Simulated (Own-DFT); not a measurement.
GaP (zincblende, strongly disordered by large displacements), InAs (zincblende, strongly disordered by large displacements) (calculated)

A calculation, not a measurement: plane-wave PBE density functional theory by an unreviewed code, no spin, of a simulated periodic cell, stress positive in tension, free energy of the whole cell less one offset for each atom, forces on such cells passed a denser k mesh, this cell's mesh not checked; broken bonds can close the gap or carry spin, so checks made on this kind of crystal may not hold here; offsets are fitted by least squares, one for each functional and potential file, so energies compare only between cells with the same atoms and settings and are not formation energies; the far tail of each file's local potential was reset to the Coulomb form; each entry is a single point on an unrelaxed cell, so the pressure reflects the starting lattice, mostly measured values (interpolated for alloys), from which strain is counted, and rises with the displacements; printed positions are rounded, which can move forces by about a meV/angstrom; the program, named Own-DFT, is a retired in-house code; no spin-orbit coupling. Program: Own-DFT development build.

Settings shared by all entries: functional PBE; potential files PseudoDojo norm-conserving, scalar-relativistic, standard set; wave cutoff 42 hartree; occupations Fermi-Dirac; smearing width 0.1 eV; k mesh 3 x 3 x 3 centred on Gamma.

(1) 
```xyz
64
Lattice="10.9010 0.0000 0.0000 0.0000 10.9010 0.0000 0.0000 0.0000 10.9010" Properties=species:S:1:pos:R:3:force_x:R:1:force_y:R:1:force_z:R:1 formula=GaP hardware=one_NVIDIA_H100 free_energy_of_cell_above_offsets=61.536 pressure=25.02 stress_xx=-25.03 stress_yy=-25 stress_zz=-25.02 stress_yz=-0.81 stress_xz=0.68 stress_xy=-0.18 wall_time=632
Ga    10.7462    10.7467    10.6321      3.009     -6.785      5.715
Ga    10.7493     3.1167     2.6924      5.741     -5.675      6.929
Ga     2.5454     0.3447     3.5702     -7.847      -6.02     -3.902
Ga     2.1757     2.3226    10.8690      1.565      0.932     -1.428
P      1.2615     1.2122     1.6828     -0.955     -0.292      0.752
P      1.1128     4.1519     4.3807      0.369      0.909      0.286
P      3.9910     1.4385     3.9545      3.469      2.116      9.743
P      4.1950     4.0769     1.5439      0.518         -1     -3.521
Ga    10.7841     0.7285     5.4954     -1.137     -11.56      3.766
Ga    10.7792     2.8045     7.7123      8.335     -4.529      6.353
Ga     2.8163    10.7724     8.2349     -1.326     -1.089      -8.47
Ga     2.7997     2.6338     5.9568      7.411      6.431      -2.63
P      1.2988     1.5857     6.3141      1.304     -0.829      7.995
P      1.8660     4.2918     9.3056     -7.995     -7.072      5.344
P      4.1899     0.8961     8.9276      8.175      6.915      4.727
P      3.7617     4.5819     7.0807     -1.158     -2.823     -7.228
Ga     0.1586     5.7883     0.3093     -1.859     -6.715     -8.542
Ga    10.8442     8.0594     2.9957     -2.344       7.26      7.908
Ga     3.2726     5.7312     2.3734     -5.057     -1.146      -6.63
Ga     3.1236     8.1969     0.3668     -1.101     -3.071     -3.862
P      0.5626     7.0252     1.6149      8.515      0.669      -1.18
P      1.4419     9.5680     4.5329     -1.737     -0.397     -0.116
P      3.7957     6.4567     4.0102      3.909      4.689      8.756
P      3.3663     9.4148     1.9725      2.759      2.864      2.573
Ga    10.5289     5.3967     5.9749      1.624      1.212     -1.177
Ga     0.3090     8.3303     8.3988     -1.223      6.727      3.297
Ga     3.0078     5.5653     8.5616      3.291      11.25      1.995
Ga     3.0229     8.2487     5.7007     -0.288     -0.686     -0.081
P      1.0549     7.3296     7.0128      4.714      -6.79     -7.755
P      1.4141    10.0804     9.2360     -5.638     -4.943      4.812
P      5.4101     6.7349     9.4357     -1.827     -0.143     -0.864
P      4.5189    10.3395     6.6719     -6.594      4.964      0.202
Ga     5.3666    10.2029     0.2870     -9.817      3.509      4.961
Ga     4.8622     2.3816     2.6014       5.75      3.577     -6.228
Ga     8.7543    10.7773     3.4611     -0.633     -1.968     -2.949
Ga     7.9222     2.9890     0.0645      1.545      0.941      0.038
P      6.7171     1.1594     0.0472     -0.548     -0.429      0.625
P      6.6873     4.0295     4.7924     -0.007      2.012     -7.734
P      9.7727     1.5655     4.2145     -6.231      7.022     -8.021
P      9.8823     4.0765     1.3486     -6.815      5.114     -6.647
Ga     5.5526     0.3553     5.2463      1.208      4.539     -0.888
Ga     5.4709     3.5558     7.5941      0.726     -7.134     -6.634
Ga     8.3944     0.1225     8.3539      0.461      0.329       7.14
Ga     8.0258     2.8555     5.2496       6.71     -8.514      2.271
P      7.6011     0.6426     6.6154     -2.399      2.395     -4.883
P      5.9456     4.2449     9.2611      4.237      4.197       8.26
P     10.1305     1.3992     9.8034     -4.885      9.895     -5.336
P      9.3312     3.6011     6.8475     -4.879      2.799     -3.832
Ga     6.0089     5.1802     0.4939     -0.622      -0.72      0.126
Ga     5.6277     7.9241     2.4469     -6.527      3.877      5.731
Ga     8.3915     5.4726     3.0385     -2.428     -9.835     -2.743
Ga     7.9321     8.2468     0.2225      10.07     -2.128     -2.941
P      6.9249     7.0923     1.2864     -0.212     -10.03      2.258
P      6.7436    10.0731     4.0817      0.679     -2.409     -4.281
P      8.8401     7.2242     3.4964      2.905      8.103      2.728
P      9.4547     9.4427     1.0813      2.491      1.749      3.611
Ga     5.2151     4.9651     5.4529     -6.722      7.013      1.246
Ga     5.1036     8.7592     7.4718      3.903     -9.746      4.248
Ga     8.0988     5.0375     7.7601     -2.681      3.539      2.215
Ga     7.8828     8.4515     5.0236      2.219      1.333      0.747
P      6.5665     7.3674     6.1761     -2.382      -3.16      3.216
P      6.8652     9.5381    10.2984      2.253      3.976     -10.72
P     10.0026     7.4194     9.6858     -4.893     -3.786      3.761
P      9.7428     9.9490     7.1173      0.902     -1.432     -3.108
```

Units: free_energy_of_cell_above_offsets in eV; pressure, stress_xx, stress_yy, stress_zz, stress_yz, stress_xz, stress_xy in GPa; wall_time in s; force_x, force_y, force_z in eV/Å.

(2) 
```xyz
64
Lattice="12.1166 0.0000 0.0000 0.0000 12.1166 0.0000 0.0000 0.0000 12.1166" Properties=species:S:1:pos:R:3:force_x:R:1:force_y:R:1:force_z:R:1 formula=InAs hardware=one_NVIDIA_H200 free_energy_of_cell_above_offsets=-0.089 pressure=9.39 stress_xx=-8.84 stress_yy=-9.57 stress_zz=-9.76 stress_yz=2.2 stress_xz=1.23 stress_xy=0.41 wall_time=1153
In    12.1092    11.7549     0.2247      1.436      2.429     -0.986
In    11.8894     3.0255     3.0492      5.502      1.893     -3.413
In     3.2162    11.9865     3.2654     -2.227     -0.693     -2.404
In     3.0122     3.2336    11.9752      1.272     -2.508      1.734
As     1.5503     1.3988     1.6502      0.332      0.287     -0.456
As     1.4648     4.0258     4.6152     -4.361       6.86     -4.994
As     4.5366     1.3721     4.4819      0.899      1.145      2.838
As     4.6378     4.4008     1.4434     -0.202     -0.462      0.479
In    12.1092     0.1353     6.0865      3.245      2.972     -3.268
In    11.7959     2.8290     9.2648      2.288       1.87     -3.245
In     3.1003    12.0384     8.9262     -1.359      0.671      0.499
In     2.7626     2.8836     5.8326      7.749     -2.174      2.928
As     1.5651     1.8045     7.4504     -2.237     -3.091      3.722
As     1.2523     4.1326    10.7822     -1.169      2.981      -2.09
As     4.4629     1.6767    10.3823      0.141     -1.092      1.403
As     4.5809     4.6326     7.6444      0.878     -1.397     -1.038
In    12.0283     5.8769     0.1090      2.342      2.122     -0.806
In     0.0872     9.2654     3.0024      1.234     -4.965       0.51
In     3.1085     5.7722     2.9771     -0.121      0.267      1.976
In     3.3015     9.1943    11.9275     -2.011      0.324      1.361
As     1.9201     7.5037     1.6397      -2.04      0.772     -0.991
As     1.5546    10.4858     4.3617      1.288      1.305      3.437
As     4.7917     7.7456     4.7405     -0.108     -0.297      -2.04
As     4.3979    10.5791     1.4364      0.834        0.5       1.75
In    11.8978     5.9310     5.9298      2.117      1.422     -2.729
In    11.8096     9.0133     9.0785      2.119      1.176     -2.022
In     3.1037     6.1509     8.9746     -1.675     -0.285     -0.038
In     3.1743     9.1302     6.1598     -2.546     -1.567     -1.673
As     1.3965     7.5026     7.2649      0.203      0.553      1.433
As     1.5101    10.4118    10.7760     -0.622       0.78     -2.378
As     4.2867     7.3819    10.8983      1.817     -1.323     -2.742
As     4.5580    10.5530     7.4482     -0.318      -0.94      4.431
In     5.8688     0.0396     0.1890     -1.141     -0.194     -2.814
In     5.8678     2.7493     2.9206     -0.497      2.926      2.128
In     9.1680     0.2496     2.9920     -0.479      -1.07      0.495
In     8.8320     3.0143    12.0363      0.355     -0.187      0.558
As     7.1916     1.3097     1.7137      4.223     -0.201     -1.671
As     7.5725     4.3843     4.6661      1.014     -0.898     -4.723
As    10.7002     1.7399     4.2930     -4.258     -4.058      5.943
As    10.7788     4.3550     1.4590     -3.816      0.921     -0.441
In     5.8565    11.6888     5.9590      1.118      3.651     -1.118
In     6.2968     3.0571     9.3912      0.078      0.711     -1.795
In     8.6888     0.2172     8.8707      5.771     -8.027      7.935
In     8.9562     3.1931     6.1502      3.364     -0.159      0.447
As     7.8921     1.5683     7.5712     -6.718      6.181     -6.105
As     7.7781     4.9506    10.4882     -6.098     -4.389      6.118
As    10.6707     1.5262    10.7522     -2.942     -3.449       2.29
As    10.8950     4.7147     7.6231     -2.656     -2.409      2.408
In     5.9218     6.0761     0.1612      1.714      0.586     -0.396
In     6.2809     9.2359     2.6861     -5.688      6.484      6.686
In     9.2636     6.2426     2.8671     -2.608     -3.237     -2.942
In     8.9373     9.1513    12.0145       0.53       0.38      0.744
As     7.3737     7.8448     1.6065       5.95     -7.697     -5.475
As     7.6147    10.7295     4.6988      1.298     -0.329     -3.024
As    10.3479     7.4709     4.4142      3.267      2.649      2.754
As    10.7616    10.5760     1.8226     -4.924      0.949     -1.887
In     6.0847     5.7951     5.6359     -2.536      2.525      3.266
In     6.1892     8.9426     9.1649     -2.684      0.621      1.464
In     9.1533     5.9202     9.2105      5.588      5.277     -5.448
In     9.1904     9.2199     5.9167      0.044     -0.498      1.508
As     7.6076     7.7983     7.7290       2.41     -2.527     -2.543
As     7.3161    10.6447    10.6472      0.716      1.352     -0.038
As    10.7220     7.7456    10.8033     -1.263     -1.977       0.86
As    10.8650    10.8181     7.2644      -3.83     -3.439      3.628
```

Units: free_energy_of_cell_above_offsets in eV; pressure, stress_xx, stress_yy, stress_zz, stress_yz, stress_xz, stress_xy in GPa; wall_time in s; force_x, force_y, force_z in eV/Å.
